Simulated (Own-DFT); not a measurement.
# From a pressure shift to a lattice shift: C11b WSi2, 30 atoms (Si20W10)

Calculated, not measured: single-point runs of Own-DFT, a retired in-house plane-wave DFT program that no person has reviewed, on unrelaxed cells, without spin or spin-orbit coupling.

Known weak points: forces on such cells failed a check on a denser k mesh; stress not checked against mesh or cutoff.

Each geometry was run with PBE and with PBEsol, otherwise alike: PseudoDojo norm-conserving scalar-relativistic files made for PBE; cutoff 50 hartree; 5 x 5 x 5 k mesh centred on Gamma; cold (Marzari-Vanderbilt) smearing of 0.2 eV. Unstrained cell vectors in Å: (-2.148, -5.953, 3.409); (-6.444, 2.976, 1.136); (-2.553, -2.948, -6.757). Each has a uniform strain, of which the change of volume is shown, and random moves of rms u per axis.

| run | volume change (%) | u (Å) | P with PBE (GPa) | P with PBEsol (GPa) |
|---|---|---|---|---|
| 1 | -1.65 | 0.0500 | 10.51 | 6.33 |
| 2 | 3.18 | 0.0472 | -1.31 | -5.25 |
| 3 | 2.72 | 0.0507 | -0.24 | -4.21 |
| 4 | 0.64 | 0.0461 | 4.27 | 0.19 |
| 5 | 0.96 | 0.0518 | 3.96 | -0.09 |
| 6 | 1.67 | 0.0492 | 2.70 | -1.31 |
| 7 | -0.67 | 0.0492 | 7.38 | 3.24 |
| 8 | -1.68 | 0.0477 | 10.91 | 6.74 |
| 9 | -2.32 | 0.0490 | 12.86 | 8.64 |
| 10 | 1.23 | 0.0519 | 3.87 | -0.17 |
| 11 | 1.79 | 0.0489 | 1.58 | ? |

Q: by how much does PBEsol shrink this cell, and what belongs in the blank?

## Answer

Write v for the change of volume as a fraction. Fitted to v and u², the PBE pressure has a slope of -250 ± 9 GPa in v, with the ions held to the strained lattice. The difference PBEsol less PBE is -4.10 + 4.9 v GPa (slope ± 0.1) and averages -4.08 GPa. Divided by the mean slope of the two, 247 GPa, that makes PBEsol's volume at a given pressure, near 3 GPa, about 1.6 % smaller, or 0.55 % in lengths. At one volume PBEsol's slope is the smaller by 5 GPa, but its pressure there is lower too. If stiffness rises by about 4 GPa for each GPa, PBEsol at equal pressure is stiffer by about 11 GPa. Files made for PBEsol would give a different shift.

For run 11 the line gives -2.43 GPa. The run itself gave -2.42 GPa.
